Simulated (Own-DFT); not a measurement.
# Point defects and the pressure they add: C11b WSi2

Source: density functional calculations with Own-DFT, an unreviewed in-house program that is no longer used. Nothing was measured or relaxed, and spin and spin-orbit coupling are left out.

Settings: PBE; PseudoDojo norm-conserving scalar-relativistic files; cutoff 50 hartree; 5 x 5 x 5 k mesh centred on Gamma; cold (Marzari-Vanderbilt) smearing of 0.2 eV.

Keep in mind: forces on such cells failed a check on a denser k mesh; stress not checked against mesh or cutoff.

All runs share one cell, with vectors in Å (-2.148, -5.953, 3.409); (-6.444, 2.976, 1.136); (-2.553, -2.948, -6.757) and a volume of 403.2 Å³. The atoms are randomly displaced, by u rms on each axis. The defect's site can differ from row to row.

```
cell,formula,u (Å),P (GPa)
no defect,Si20W10,0.0193,4.35
no defect,Si20W10,0.0506,6.17
no defect,Si20W10,0.0516,6.72
one Si vacancy,Si19W10,0.0269,3.22
one Si vacancy,Si19W10,0.0331,3.83
one Si vacancy,Si19W10,0.0480,?
one Si vacancy,Si19W10,0.0493,4.30
one Si on a W site,Si21W9,0.0356,6.95
one Si on a W site,Si21W9,0.0486,7.40
one Si on a W site,Si21W9,0.0532,7.78
one W on a Si site,Si19W11,0.0299,9.90
one W on a Si site,Si19W11,0.0498,12.06
one W on a Si site,Si19W11,0.0498,11.59
one W vacancy,Si20W9,0.0305,3.65
one W vacancy,Si20W9,0.0333,3.37
one W vacancy,Si20W9,0.0575,5.04
```

## Worked fit

P = P0 + c u² + a shift for each defect gives P0 = 4.27 GPa, c = 793 ± 100 GPa/Å² and a scatter of 0.34 GPa. The shifts, and each times the cell's volume:

- one W on a Si site: 5.37 ± 0.28 GPa, 13.5 eV
- one Si on a W site: 1.40 ± 0.28 GPa, 3.5 eV
- one Si vacancy: -1.60 ± 0.28 GPa, -4.0 eV
- one W vacancy: -1.66 ± 0.28 GPa, -4.2 eV

Against the defect-free cell, a freed cell would be larger where the shift is positive and smaller where it is negative (160.2 GPa Å³ is 1 eV). The atoms around the defects weren't relaxed, which would change these numbers.

## Prediction

The question: what pressure belongs in the blank (one Si vacancy, u = 0.0480 Å)?

The fit gives 4.49 ± 0.40 GPa. The run itself gave 4.81 GPa.
